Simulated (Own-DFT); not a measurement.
# PBE against PBEsol on the same cells

These are calculations, not measurements. The program, named Own-DFT, is a retired in-house plane-wave density functional code that no person has reviewed. Each row is one single-point run on a periodic cell that was not relaxed, without spin or spin-orbit coupling.

Known limits, some of them of some rows only: not probed for a lower state with spin; forces on such cells failed a check on a denser k mesh; forces on such cells passed a denser k mesh, each cell not checked; stress not checked against mesh or cutoff.

Each cell was run twice at the same cutoff, k mesh and smearing, with PBE and with PBEsol, on PseudoDojo norm-conserving files made for PBE. Atoms were moved at random from their sites; u is the rms move along one axis. Files made for PBEsol would give a somewhat different change.

| cell | atoms | volume (Å³/atom) | u (Å) | cutoff (hartree) | P with PBE (GPa) | P with PBEsol (GPa) | change (GPa) |
|---|---|---|---|---|---|---|---|
| C40 NbSi2 with two Nb on a Si site each (Nb14Si22) | 36 | 14.64 | 0.048 | 42 | 8.53 | 4.47 | -4.06 |
| C40 NbSi2 with two Nb on a Si site each (Nb14Si22) | 36 | 14.64 | 0.050 | 42 | 8.59 | 4.53 | -4.06 |
| C40 NbSi2 with two Nb on a Si site each (Nb14Si22) | 36 | 14.64 | 0.055 | 42 | 8.13 | 4.10 | -4.03 |
| diamond-structure SiGe in clusters (Ge48Si16) | 64 | 21.97 | 0.029 | 42 | 3.37 | 0.66 | -2.71 |
| diamond-structure SiGe in clusters (Ge48Si16) | 64 | 21.97 | 0.031 | 42 | 3.41 | 0.70 | -2.71 |
| diamond-structure SiGe in clusters (Ge48Si16) | 64 | 21.97 | 0.066 | 42 | 3.90 | 1.19 | -2.71 |
| diamond-structure SiGe with randomly placed atoms (Ge32Si32) | 64 | 21.31 | 0.061 | 42 | 3.30 | 1.01 | -2.29 |
| diamond-structure SiGe with randomly placed atoms (Ge32Si32) | 64 | 21.31 | 0.059 | 42 | 3.24 | 0.95 | -2.28 |
| diamond-structure SiGe with randomly placed atoms (Ge32Si32) | 64 | 21.31 | 0.063 | 42 | 3.56 | ? | ? |
| wurtzite AlGaN with randomly placed atoms (Al27Ga9N36) | 72 | 10.68 | 0.030 | 42 | 5.04 | 1.92 | -3.11 |
| wurtzite AlGaN with randomly placed atoms (Al27Ga9N36) | 72 | 10.16 | 0.050 | 42 | 19.30 | 15.95 | -3.35 |
| wurtzite AlGaN with randomly placed atoms (Al27Ga9N36) | 72 | 10.68 | 0.029 | 42 | 5.23 | 2.10 | -3.13 |

## Worked reading

Mean change of pressure by composition, in GPa: Nb7Si11, -4.05; Al3GaN4, -3.20; Ge3Si, -2.71; GeSi, -2.29. At a fixed cell PBEsol gives the lower pressure, because it favours a smaller volume than PBE. Here the change varies more between materials than between cells of one material.

## Withheld value

Question: what PBEsol pressure should the Ge32Si32 cell with the blank give?

Adding the mean change of the cells with its composition, -2.29 GPa, to 3.56 gives 1.3 GPa. The calculation gave 1.27 GPa.
